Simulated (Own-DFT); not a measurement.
# Stretching a layer in its plane: wurtzite GaN, 72 atoms (Ga36N36)

No measurement is shown. These are fixed-geometry runs of a retired plane-wave code named Own-DFT, which no person has reviewed; spin and spin-orbit coupling are neglected.

All runs used: PBE; PseudoDojo norm-conserving scalar-relativistic files; cutoff 42 hartree; 4 x 4 x 3 k mesh centred on Gamma; Fermi-Dirac smearing of 0.1 eV.

Known weak points: forces not confirmed at this smearing and k mesh; stress not checked against mesh or cutoff.

Unstrained cell vectors in Å: (9.567, 0.000, 0.000); (-4.784, 8.285, 0.000); (0.000, 0.000, 10.370). The unstrained cell has measured lattice constants (interpolated for alloys), not those of this functional. That, the random moves and any unrelaxed bonds set the pressure at no strain. Each run strains x and y alike by e, as a substrate would, and holds the height along z. Each atom got a random Gaussian move of width 0.05 Å along each axis. Stress is positive in tension.

```
e (%)  u (Å)  (s_xx + s_yy)/2 (GPa)  s_zz (GPa)
-3.00  0.048                 -25.51      -13.89
-2.25  0.054                 -22.05      -12.27
-1.75  0.046                 -17.38      -10.21
-1.00  0.051                 -13.90       -7.85
-0.50  0.050                  -9.76       -8.99
 0.25  0.054                  -6.91       -7.01
 0.75  0.047                  -4.31       -4.88
 1.50  0.049                   0.15       -6.26
 1.75  0.049                      ?           ?
 2.75  0.047                   5.37       -3.40
```

## Analysis

With e as a fraction, the in-plane stress is -7.9 + 540 e - 2011 e² GPa (errors 13 and 750, scatter 0.69), and s_zz is -7.7 + 175 e GPa (slope ± 21, scatter 1.09). At e = 0 the first slope is C11 + C12 and the second 2 C13, both with the ions held to the strained lattice and at the cell's own pressure. A free layer would change its height as e changes, and the in-plane slope would drop by 2 C13²/C33 to the biaxial modulus. At fixed height, a misfit of 1 % moves the in-plane stress by about 5.4 GPa and s_zz by 1.7 GPa.

## Withheld run

Q: what are the two stresses at e = 1.75 %?

From the fit: 1.0 and -4.6 GPa. The calculation gave 1.11 and -5.22 GPa.
